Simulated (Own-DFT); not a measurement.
# One host, several defects: zincblende GaAs

Calculated, not measured: single-point runs of Own-DFT, a retired in-house plane-wave DFT program that no person has reviewed, on unrelaxed cells, without spin or spin-orbit coupling.

Method: PBE; PseudoDojo norm-conserving scalar-relativistic files; cutoff 42 hartree; 3 x 3 x 3 k mesh centred on Gamma; Fermi-Dirac smearing of 0.1 eV.

Limits (not all hold for every row): not probed for a lower state with spin; forces not confirmed at this smearing and k mesh; stress not checked against mesh or cutoff.

All runs share one cell, with vectors in Å (11.737, 0.000, 0.000); (0.000, 11.737, 0.000); (0.000, 0.000, 10.833) and a volume of 1492.4 Å³, strained against the parent crystal. The atoms are randomly displaced, by u rms on each axis. The defect's site can differ from row to row.

```
                             cell     formula   u (Å)  P (GPa)
                        no defect    As32Ga32  0.0268     1.20
                        no defect    As32Ga32  0.0326     1.26
                        no defect    As32Ga32  0.0422     1.41
              one P on an As site   As31Ga32P  0.0275     0.97
              one P on an As site   As31Ga32P  0.0300     1.04
              one P on an As site   As31Ga32P  0.0331     1.06
one As vacancy and one Ga vacancy    As31Ga31  0.0285     0.88
one As vacancy and one Ga vacancy    As31Ga31  0.0317     0.92
one As vacancy and one Ga vacancy    As31Ga31  0.0499     1.18
one As vacancy and one Ga vacancy    As31Ga31  0.0545        ?
              one Al on a Ga site  AlAs32Ga31  0.0297     1.20
              one Al on a Ga site  AlAs32Ga31  0.0307     1.24
              one Al on a Ga site  AlAs32Ga31  0.0473     1.47
              one In on a Ga site  As32Ga31In  0.0516     2.17
              one In on a Ga site  As32Ga31In  0.0517     2.26
              one In on a Ga site  As32Ga31In  0.0537     2.25
```

## What the rows give

P = P0 + c u² + a shift for each defect gives P0 = 1.07 GPa, c = 186 ± 13 GPa/Å² and a scatter of 0.02 GPa. The shifts, and each times the cell's volume:

- one In on a Ga site: 0.65 ± 0.03 GPa, 6.0 eV
- one Al on a Ga site: -0.02 ± 0.02 GPa, -0.2 eV (not resolved)
- one P on an As site: -0.22 ± 0.02 GPa, -2.0 eV
- one As vacancy and one Ga vacancy: -0.34 ± 0.02 GPa, -3.2 eV

Against the defect-free cell, a freed cell would be larger where the shift is positive and smaller where it is negative (160.2 GPa Å³ is 1 eV). The atoms around the defects weren't relaxed, which would change these numbers.

## Withheld run

Q: what pressure belongs in the blank (one As vacancy and one Ga vacancy, u = 0.0545 Å)?

The fit gives 1.28 ± 0.03 GPa. The run itself gave 1.43 GPa. That is outside the usual scatter, by luck or through something left out of the fit.
